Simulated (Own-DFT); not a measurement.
# Response to strain: wurtzite AlN, 72 atoms (Al36N36)

Calculated results; nothing here was measured. The program, named Own-DFT, is a retired in-house plane-wave density functional code that no person has reviewed. Each row is one single-point run on a periodic cell that was not relaxed, without spin or spin-orbit coupling.

Settings of every run: PBE; PseudoDojo norm-conserving scalar-relativistic files; cutoff 42 hartree; 4 x 4 x 3 k mesh centred on Gamma; Gaussian smearing of 0.01 eV.

Known limits: k mesh not checked against a denser one; stress not checked against mesh or cutoff.

Unstrained cell vectors in Å: (9.336, 0.000, 0.000); (-4.668, 8.085, 0.000); (0.000, 0.000, 9.964). The unstrained cell has measured lattice constants (interpolated for alloys), not those of this functional. That, the random moves and any unrelaxed bonds set the pressure at no strain. Each run strains this cell uniformly, with the atoms carried along. Every atom was also moved at random, by a Gaussian of width 0.05 Å on each axis. Strain is the symmetric tensor, in per cent. Stress is positive in tension, and the pressure is minus a third of its trace.

```
run  e_xx (%)  e_yy (%)  e_zz (%)  e_yz (%)  e_xz (%)  e_xy (%)  s_xx (GPa)  s_yy (GPa)  s_zz (GPa)  s_yz (GPa)  s_xz (GPa)  s_xy (GPa)  P (GPa)  E (meV/atom)
  1      1.49     -1.36      0.01     -0.45     -1.07     -0.33       -0.18       -9.45       -5.34       -0.68       -2.40       -0.67     4.99           0.0
  2     -1.76     -1.93     -1.61     -0.04     -0.72      0.16      -21.21      -16.66      -14.91       -0.09       -3.47       -0.39    17.59          32.3
  3     -0.40     -1.85     -0.83      1.12     -0.47      1.27      -11.36      -15.18      -10.28        2.92       -0.69        5.42    12.27          14.3
  4      1.38     -0.61     -1.26     -0.96      1.13      0.61       -1.97       -9.74       -8.79       -2.85        2.00        1.72     6.83          30.1
  5     -0.80      1.09     -1.26     -0.56      0.14     -1.98      -11.79       -1.87      -11.72       -1.54        0.89       -7.41     8.46          31.0
  6     -0.83      1.47      0.01     -1.68      1.32      0.87       -8.29        0.40       -5.96       -4.67        2.47        2.64     4.61          13.1
  7      0.66      1.05      0.84      0.91     -1.30      1.66       -2.88        0.50        0.16        2.49       -2.63        6.14     0.74           6.1
  8      1.80      0.29      0.84     -1.80     -1.01     -0.03        3.86       -2.20       -0.76       -4.01       -1.92        0.30    -0.30           1.4
  9      1.66     -1.54     -1.38      1.16     -1.95      0.68       -0.15      -12.08      -13.89        3.83       -3.99        1.81     8.70          25.6
 10     -0.22     -0.41     -0.03      1.87      1.63      1.75       -8.88       -7.85       -6.08        4.23        4.06        8.13     7.61          22.2
 11     -0.36      1.14      0.38     -1.14     -0.05     -0.49       -6.91        0.85       -3.96       -2.45       -0.18       -2.18     3.34           6.3
 12     -0.76     -1.15     -0.36     -0.91      0.06     -1.80      -10.90      -11.22      -11.89       -2.34        0.17       -5.76    11.33          45.9
 13     -0.97     -1.41     -1.27      1.16      1.47      0.73      -13.74      -16.09      -13.98        4.72        4.22        3.64    14.61          52.0
 14      0.27      0.87      0.18     -0.62      1.76     -1.19       -5.41       -1.41       -2.20       -1.44        5.81       -4.97     3.01           5.9
 15     -0.43      0.23     -0.32      0.62      0.85      0.29       -7.37       -4.29       -8.78        1.93        1.62        2.39     6.81           4.8
 16     -0.14      1.54     -1.86     -1.01      0.79     -0.36       -4.47       -1.62      -13.01       -2.32        2.10        0.96     6.37           5.7
 17     -1.22     -0.74      0.50     -1.38     -1.98     -0.09      -12.75      -11.14       -3.35       -3.22       -4.19        0.47     9.08          28.0
 18     -1.93      0.30      0.55     -0.21     -0.90     -0.41           ?           ?           ?           ?           ?           ?        ?             ?
```

E is the free energy for each atom above the lowest run shown.

## Worked fit

Each stress component was fitted by least squares to a constant and the strains of the runs shown, as fractions, with shears doubled. Shear strains stay in the fit of a normal stress only where such slopes are resolved. The slopes, in GPa:

| stress | at no strain | per e_xx | per e_yy | per e_zz | scatter |
|---|---|---|---|---|---|
| s_xx | -6.6 | 523 ± 31 | 129 ± 28 | 54 ± 40 | 1.32 |
| s_yy | -5.6 | 87 ± 25 | 455 ± 23 | 112 ± 32 | 1.05 |
| s_zz | -5.7 | 79 ± 36 | 77 ± 33 | 466 ± 47 | 1.52 |

Each shear stress against twice its own strain: yz 133 ± 10, xz 120 ± 8, xy 183 ± 16 GPa. These are stiffnesses along x, y and z of the frame in which the cell vectors are given, which need not be the crystal's axes. The atoms are held to the strained lattice; where symmetry lets them move under strain, relaxing them would lower some slopes. The table should be nearly symmetric about its diagonal, and what it lacks of that shows the noise. A ninth of its sum, 220 ± 4 GPa, estimates the bulk modulus near the mean pressure of these runs, 7.4 GPa, so it lies above the value at zero pressure.

## Withheld run

Question: what normal stresses and pressure should run 18 give?

The fit gives s_xx = -16.0, s_yy = -5.3, s_zz = -4.5 and P = 8.6 GPa. The calculation gave -13.63, -7.83, -3.74 and P = 8.40 GPa.
